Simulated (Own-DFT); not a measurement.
# Strain and stress in wurtzite AlN, 72 atoms (Al36N36)

Calculated results; nothing here was measured. The program, named Own-DFT, is a retired in-house plane-wave density functional code that no person has reviewed. Each row is one single-point run on a periodic cell that was not relaxed, without spin or spin-orbit coupling.

Settings of every run: PBE; PseudoDojo norm-conserving scalar-relativistic files; cutoff 42 hartree; 4 x 4 x 3 k mesh centred on Gamma; Gaussian smearing of 0.01 eV.

Known limits: k mesh not checked against a denser one; stress not checked against mesh or cutoff.

Unstrained cell vectors in Å: (9.336, 0.000, 0.000); (-4.668, 8.085, 0.000); (0.000, 0.000, 9.964). The unstrained cell has measured lattice constants (interpolated for alloys), not those of this functional. That, the random moves and any unrelaxed bonds set the pressure at no strain. Each run strains this cell uniformly, with the atoms carried along. Every atom was also moved at random, by a Gaussian of width 0.05 Å on each axis. Strain is the symmetric tensor, in per cent. Stress is positive in tension, and the pressure is minus a third of its trace.

```
run  e_xx (%)  e_yy (%)  e_zz (%)  e_yz (%)  e_xz (%)  e_xy (%)  s_xx (GPa)  s_yy (GPa)  s_zz (GPa)  s_yz (GPa)  s_xz (GPa)  s_xy (GPa)  P (GPa)  E (meV/atom)
  1     -1.27     -1.79     -1.44     -0.23      1.23     -1.22      -14.82      -19.48      -13.80        0.13        3.13       -4.06    16.03          34.3
  2      1.40      1.31      1.19     -1.09      2.00     -1.81        3.01        1.41        2.82       -3.23        4.71       -5.47    -2.41           0.0
  3     -1.50     -0.09      1.65     -1.85     -1.88     -1.44      -12.09       -6.76        0.11       -4.12       -4.27       -5.19     6.25          28.7
  4      0.13      1.10      0.14     -1.62      1.87      1.72       -2.81       -1.61       -4.28       -4.83        4.60        6.23     2.90          13.5
  5      0.16     -1.15     -1.74     -1.62      1.91      1.21      -10.40      -11.84      -12.83       -3.73        3.01        4.26    11.69          49.5
  6     -0.37      1.76      0.33     -1.53     -0.26     -1.30       -4.90        1.56       -3.44       -4.25       -0.82       -5.49     2.26          11.5
  7      0.74     -1.62      1.16      1.36      0.72     -1.81       -5.52       -9.96       -2.27        3.07        1.17       -7.70     5.91          35.5
  8     -0.21      0.97     -0.77      0.33      0.96     -1.77       -6.63       -2.06       -7.92        1.01        3.23       -5.09     5.54          14.0
  9      1.25     -0.90     -0.59      1.73     -1.92      1.30       -2.89       -9.01       -7.10        3.68       -4.61        3.42     6.33          32.8
 10     -0.05     -0.68      0.46      0.51      0.93      0.50       -5.75      -10.99       -2.99        0.14        2.26        3.62     6.58          14.1
 11     -0.26      1.26      1.48      1.63     -1.06      0.89       -3.98        0.69        2.11        3.20       -2.07        1.47     0.39           5.3
 12      1.94      1.29      1.77     -0.22      1.14     -1.24        5.54        3.30        3.22       -0.39        2.46       -3.89    -4.02           3.3
 13      1.81      1.55      0.60      0.22      0.38     -1.80        4.21        3.66       -1.04        0.25        0.68       -5.89    -2.28           5.8
 14      0.36      0.55      1.14     -1.65     -1.23     -0.57       -2.29       -2.21        0.48       -4.37       -4.06       -1.53     1.34           1.5
 15      0.67      0.27     -1.03     -1.59      1.02      1.19       -2.33       -4.93      -11.48       -4.48        2.13        3.78     6.25          23.1
 16     -0.73      0.05      1.91     -0.76     -1.16      1.40       -7.69       -5.76        3.25       -1.99       -2.25        5.32     3.40           4.7
 17     -1.91      0.04      1.65     -0.28     -1.66      1.02      -10.31       -9.70        0.56       -0.27       -3.18        3.57     6.48          29.6
 18     -1.75      0.39     -0.59     -0.46      1.22      0.52           ?           ?           ?           ?           ?           ?        ?             ?
```

E is the free energy for each atom above the lowest run shown.

## Worked fit

Each stress component was fitted by least squares to a constant and the strains of the runs shown, as fractions, with shears doubled. Shear strains stay in the fit of a normal stress only where such slopes are resolved. The slopes, in GPa:

| stress | at no strain | per e_xx | per e_yy | per e_zz | scatter |
|---|---|---|---|---|---|
| s_xx | -6.0 | 396 ± 25 | 171 ± 26 | 88 ± 24 | 1.03 |
| s_yy | -6.5 | 168 ± 28 | 449 ± 30 | 81 ± 27 | 1.17 |
| s_zz | -5.5 | 54 ± 24 | 66 ± 25 | 436 ± 23 | 1.00 |

Each shear stress against twice its own strain: yz 118 ± 6, xz 123 ± 6, xy 173 ± 10 GPa. These are stiffnesses along x, y and z of the frame in which the cell vectors are given, which need not be the crystal's axes. The atoms are held to the strained lattice; where symmetry lets them move under strain, relaxing them would lower some slopes. The table should be nearly symmetric about its diagonal, and what it lacks of that shows the noise. A ninth of its sum, 212 ± 3 GPa, estimates the bulk modulus near the mean pressure of these runs, 4.3 GPa, so it lies above the value at zero pressure.

## Withheld run

Question: what normal stresses and pressure should run 18 give?

The fit gives s_xx = -12.8, s_yy = -8.2, s_zz = -8.7 and P = 9.9 GPa. The calculation gave -16.43, -4.79, -9.21 and P = 10.14 GPa. This run lies off the fit, by chance or by something that the fit leaves out.
